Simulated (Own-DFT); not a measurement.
# A change of arrangement and its cost: Ga32P32, 64 atoms

Calculated results; nothing here was measured. They come from Own-DFT, an in-house plane-wave density functional program, since retired, whose code no person has reviewed. Each row is one single-point run on a periodic cell that was not relaxed, without spin or spin-orbit coupling.

Settings of every run: PBE; PseudoDojo norm-conserving scalar-relativistic files; cutoff 42 hartree; 3 x 3 x 3 k mesh centred on Gamma; Fermi-Dirac smearing of 0.1 eV.

Known limits, some of them of some rows only: not probed for a lower state with spin; forces on such cells failed a check on a denser k mesh; forces on such cells passed a denser k mesh, each cell not checked; stress not checked against mesh or cutoff.

All cells hold the same atoms in the same cell, with vectors in Å (10.901, 0.000, 0.000); (0.000, 10.901, 0.000); (0.000, 0.000, 10.901). Every atom was moved at random from its ideal site; u is the rms move along one axis. The defect's site can differ from row to row. E is the free energy of the cell above the lowest run. The arrangements:

- A: zincblende GaP
- B: zincblende GaP, with one Ga on a P site and one P on a Ga site, 2.4 Å apart

| arrangement | u (Å) | E (eV) | P (GPa) |
|---|---|---|---|
| A | 0.0196 | 0.028 | 2.72 |
| A | 0.0200 | 0.000 | 2.71 |
| A | 0.0224 | 0.072 | 2.72 |
| A | 0.0466 | 1.852 | 3.12 |
| A | 0.0490 | 2.582 | 3.33 |
| A | 0.0495 | 2.531 | 3.27 |
| B | 0.0307 | 3.663 | 3.01 |
| B | 0.0311 | 3.664 | 2.99 |
| B | 0.0313 | 3.910 | 3.05 |
| B | 0.0476 | 5.287 | 3.38 |
| B | 0.0488 | 5.720 | 3.51 |
| B | 0.0500 | 5.248 | 3.38 |

Question: once the cost of the random moves is taken out, how do the arrangements rank?

## Worked answer

Fit E = a + b u², with one b for all and one a for each arrangement, and with residuals divided by u², since the noise grows with the moves. Then b = 1179 eV/Å², the scatter at u = 0.04 Å is 0.18 eV, and against A:

- B: 3.07 ± 0.08 eV (higher)

These are energies of unrelaxed cells. Relaxing the atoms lowers the strained arrangements most, so the gaps would shrink and small ones could change sign.
